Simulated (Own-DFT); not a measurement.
# Which defects push the lattice out? wurtzite GaN

The numbers are computed, not measured, by runs of the plane-wave DFT program Own-DFT (in-house, retired, unreviewed) at fixed positions, with no spin and no spin-orbit coupling.

All runs used: PBE; PseudoDojo norm-conserving scalar-relativistic files; cutoff 42 hartree; 4 x 4 x 3 k mesh centred on Gamma; Fermi-Dirac smearing of 0.1 eV.

Caveats (not all hold for every row): not probed for a lower state with spin; forces not confirmed at this smearing and k mesh; stress not checked against mesh or cutoff.

All runs share one cell, with vectors in Å (9.567, 0.000, 0.000); (-4.784, 8.285, 0.000); (0.000, 0.000, 10.370) and a volume of 822.0 Å³. Atoms were moved at random from their sites; u is the rms move along one axis. The defect's site can differ from row to row.

```
cell,formula,u (Å),P (GPa)
no defect,Ga36N36,0.0206,5.94
no defect,Ga36N36,0.0476,7.44
no defect,Ga36N36,0.0480,7.31
one Ga on an N site,Ga37N35,0.0293,12.18
one Ga on an N site,Ga37N35,0.0305,12.05
one Ga on an N site,Ga37N35,0.0502,?
one Ga on an N site,Ga37N35,0.0558,13.46
one N on a Ga site,Ga35N37,0.0273,5.39
one N on a Ga site,Ga35N37,0.0304,5.46
one N on a Ga site,Ga35N37,0.0480,6.40
```

## Analysis

P = P0 + c u² + a shift for each defect gives P0 = 5.79 GPa, c = 669 ± 44 GPa/Å² and a scatter of 0.12 GPa. The shifts, and each times the cell's volume:

- one Ga on an N site: 5.69 ± 0.10 GPa, 29.2 eV
- one N on a Ga site: -0.92 ± 0.10 GPa, -4.7 eV

Against the defect-free cell, a freed cell would be larger where the shift is positive and smaller where it is negative (160.2 GPa Å³ is 1 eV). The atoms around the defects weren't relaxed, which would change these numbers.

## Withheld run

Q: what pressure belongs in the blank (one Ga on an N site, u = 0.0502 Å)?

Estimate: 13.16 ± 0.14 GPa. Computed: 13.39 GPa.
